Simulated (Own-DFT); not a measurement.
# Strain and stress in wurtzite AlN, 128 atoms (Al64N64)

Calculated results; nothing here was measured. The program, named Own-DFT, is a retired in-house plane-wave density functional code that no person has reviewed. Each row is one single-point run on a periodic cell that was not relaxed, without spin or spin-orbit coupling.

Settings of every run: PBE; PseudoDojo norm-conserving scalar-relativistic files; cutoff 42 hartree; 3 x 3 x 3 k mesh centred on Gamma; Gaussian smearing of 0.01 eV.

Known limits: k mesh not checked against a denser one; stress not checked against mesh or cutoff.

Unstrained cell vectors in Å: (12.448, 0.000, 0.000); (-6.224, 10.780, 0.000); (0.000, 0.000, 9.964). The unstrained cell has measured lattice constants (interpolated for alloys), not those of this functional. That, the random moves and any unrelaxed bonds set the pressure at no strain. Each run strains this cell uniformly, with the atoms carried along. Every atom was also moved at random, by a Gaussian of width 0.05 Å on each axis. Strain is the symmetric tensor, in per cent. Stress is positive in tension, and the pressure is minus a third of its trace.

```
run,e_xx (%),e_yy (%),e_zz (%),e_yz (%),e_xz (%),e_xy (%),s_xx (GPa),s_yy (GPa),s_zz (GPa),s_yz (GPa),s_xz (GPa),s_xy (GPa),P (GPa),E (meV/atom)
1,1.20,-0.20,-0.86,-0.43,-1.09,0.32,0.28,-6.43,-10.93,-1.07,-2.28,1.70,5.69,13.4
2,-1.82,-0.82,0.61,-1.24,0.35,-0.70,-15.09,-11.30,-5.05,-2.79,0.72,-2.39,10.48,21.6
3,0.02,-0.04,-0.60,0.10,-1.58,-1.16,-5.74,-5.83,-10.00,0.11,-3.69,-4.06,7.19,13.6
4,-1.16,1.64,1.39,-1.77,-1.52,-1.29,-7.90,0.04,0.30,-4.61,-3.96,-4.81,2.52,20.6
5,-0.78,1.12,-0.92,0.91,1.16,1.43,-9.80,-1.93,-9.71,2.37,2.67,5.02,7.15,16.1
6,-1.61,1.22,-0.81,0.18,1.92,1.19,-10.37,-3.09,-12.59,0.97,4.35,4.90,8.68,24.8
7,1.54,-0.18,1.89,1.65,0.30,1.06,1.65,-4.10,3.98,4.29,0.49,4.57,-0.51,5.9
8,-1.11,1.59,-1.94,-1.04,0.86,-1.81,-12.35,-2.29,-12.85,-2.56,2.55,-7.26,9.16,34.5
9,0.03,-1.06,-0.75,-1.30,-1.97,1.69,-8.92,-11.51,-10.27,-2.65,-5.66,6.57,10.23,39.1
10,0.93,-0.37,0.53,1.84,0.76,0.80,-2.03,-5.58,-3.08,4.20,3.09,2.06,3.56,12.2
11,0.24,1.13,1.98,-0.85,1.06,1.98,-3.67,-0.19,5.58,-2.21,2.56,7.01,-0.57,10.4
12,1.82,-1.21,-1.83,-1.87,-0.52,-0.12,-0.66,-9.90,-13.48,-3.99,-0.77,1.12,8.01,16.6
13,-0.17,0.97,-1.44,1.43,-1.16,-1.03,-6.97,-3.11,-11.98,4.20,-2.11,-3.12,7.35,23.2
14,-1.30,1.62,0.87,-1.73,1.00,1.11,-10.15,0.98,-1.47,-4.43,1.98,4.42,3.55,10.7
15,0.91,0.32,1.18,-1.52,-1.14,-0.29,-0.44,-3.16,0.82,-4.22,-2.78,-2.07,0.93,0.0
16,-1.63,1.49,1.29,-0.95,-1.43,1.79,?,?,?,?,?,?,?,?
```

E is the free energy for each atom above the lowest run shown.

## Worked fit

Each stress component was fitted by least squares to a constant and the strains of the runs shown, as fractions, with shears doubled. Shear strains stay in the fit of a normal stress only where such slopes are resolved. The slopes, in GPa:

```
stress  at no strain  per e_xx  per e_yy  per e_zz  scatter
  s_xx          -6.2  455 ± 34  112 ± 40   66 ± 25     1.22
  s_yy          -6.0  111 ± 17  426 ± 20   58 ± 12     0.60
  s_zz          -6.1   94 ± 33   96 ± 39  472 ± 25     1.21
```

Each shear stress against twice its own strain: yz 125 ± 4, xz 131 ± 6, xy 189 ± 11 GPa. These are stiffnesses along x, y and z of the frame in which the cell vectors are given, which need not be the crystal's axes. The atoms are held to the strained lattice; where symmetry lets them move under strain, relaxing them would lower some slopes. The table should be nearly symmetric about its diagonal, and what it lacks of that shows the noise. A ninth of its sum, 210 ± 4 GPa, estimates the bulk modulus near the mean pressure of these runs, 5.6 GPa, so it lies above the value at zero pressure.

## Withheld run

Question: what normal stresses and pressure should run 16 give?

The fit gives s_xx = -11.0, s_yy = -0.7, s_zz = -0.1 and P = 4.0 GPa. The calculation gave -11.67, 0.13, -0.56 and P = 4.03 GPa.
